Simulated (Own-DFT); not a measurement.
# Point defects and the pressure they add: wurtzite GaN

Source: density functional calculations with Own-DFT, an unreviewed in-house program that is no longer used. Nothing was measured or relaxed, and spin and spin-orbit coupling are left out.

Method: PBE; PseudoDojo norm-conserving scalar-relativistic files; cutoff 42 hartree; 4 x 4 x 3 k mesh centred on Gamma; Fermi-Dirac smearing of 0.1 eV.

Caveats (not all hold for every row): some atoms lie very close together; not probed for a lower state with spin; forces not confirmed at this smearing and k mesh; stress not checked against mesh or cutoff.

All runs share one cell, with vectors in Å (9.567, 0.000, 0.000); (-4.784, 8.285, 0.000); (0.000, 0.000, 10.370) and a volume of 822.0 Å³. The atoms are randomly displaced, by u rms on each axis. The defect's site can differ from row to row.

| cell | formula | u (Å) | P (GPa) |
|---|---|---|---|
| no defect | Ga36N36 | 0.0213 | 5.95 |
| no defect | Ga36N36 | 0.0487 | 7.40 |
| no defect | Ga36N36 | 0.0502 | 7.65 |
| one Ga on an N site | Ga37N35 | 0.0278 | 11.81 |
| one Ga on an N site | Ga37N35 | 0.0477 | 12.95 |
| one Ga on an N site | Ga37N35 | 0.0524 | 13.88 |
| one N on a Ga site | Ga35N37 | 0.0284 | ? |
| one N on a Ga site | Ga35N37 | 0.0291 | 5.34 |
| one N on a Ga site | Ga35N37 | 0.0471 | 6.43 |
| one N on a Ga site | Ga35N37 | 0.0489 | 6.69 |

## Fit

P = P0 + c u² + a shift for each defect gives P0 = 5.45 GPa, c = 867 ± 74 GPa/Å² and a scatter of 0.19 GPa. The shifts, and each times the cell's volume:

- one Ga on an N site: 5.75 ± 0.15 GPa, 29.5 eV
- one N on a Ga site: -0.88 ± 0.15 GPa, -4.5 eV

Against the defect-free cell, a freed cell would be larger where the shift is positive and smaller where it is negative (160.2 GPa Å³ is 1 eV). The atoms around the defects weren't relaxed, which would change these numbers.

## Prediction

The question: what pressure belongs in the blank (one N on a Ga site, u = 0.0284 Å)?

From the fit: 5.27 ± 0.23 GPa. Computed: 5.27 GPa.
